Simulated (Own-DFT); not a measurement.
# How strain changes the stress of wurtzite AlGaN with randomly placed atoms, 96 atoms (Al36Ga12N48)

These are calculations, not measurements. The program, named Own-DFT, is a retired in-house plane-wave density functional code that no person has reviewed. Each row is one single-point run on a periodic cell that was not relaxed, without spin or spin-orbit coupling.

Settings of every run: PBE; PseudoDojo norm-conserving scalar-relativistic files (stringent for Ga); cutoff 96 hartree; 3 x 4 x 3 k mesh centred on Gamma; Gaussian smearing of 0.01 eV.

Known limits: k mesh not checked against a denser one; stress not checked against mesh or cutoff.

Unstrained cell vectors in Å: (12.525, 0.000, 0.000); (-4.697, 8.135, 0.000); (0.000, 0.000, 10.066). The unstrained cell has measured lattice constants (interpolated for alloys), not those of this functional. That, the random moves and any unrelaxed bonds set the pressure at no strain. Each run strains this cell uniformly, with the atoms carried along. Every atom was also moved at random, by a Gaussian of width 0.05 Å on each axis. The random placing of the alloy's atoms differs from row to row. Strain is the symmetric tensor, in per cent. Stress is positive in tension, and the pressure is minus a third of its trace.

```
run,e_xx (%),e_yy (%),e_zz (%),s_xx (GPa),s_yy (GPa),s_zz (GPa),P (GPa),E (meV/atom)
1,-1.00,-1.00,0.00,-11.02,-13.59,-6.73,10.44,10.4
2,1.00,1.00,0.00,-1.60,-1.11,-3.67,2.12,4.2
3,2.25,2.25,0.00,5.47,5.74,-3.59,-2.54,0.0
4,-2.25,-2.25,0.00,-22.92,-18.99,-9.06,16.99,47.2
5,-1.25,-1.25,0.00,-12.60,-14.96,-9.08,12.21,31.7
6,1.50,1.50,0.00,1.03,2.84,-5.56,0.57,11.9
7,2.75,2.75,0.00,5.80,8.22,-2.86,-3.72,15.0
8,-3.00,-3.00,0.00,-24.96,-25.77,-13.03,21.25,71.1
9,-1.50,-1.50,0.00,?,?,?,?,?
```

E is the free energy for each atom above the lowest run shown.

## Worked fit

The change of volume is close to e_xx + e_yy + e_zz. A straight line through the runs shown gives P = 7.25 - 216 x (fractional change of volume) GPa, with an error of 8 on the slope and a scatter of 0.89 GPa. The strain isn't the same on all axes and the cell isn't cubic, so the slope belongs to this path and is not the bulk modulus.

## Withheld run

Question: what pressure should run 9 give? Its volume changes by -2.98 %.

The line gives 13.7 GPa. The calculation gave 13.49 GPa.
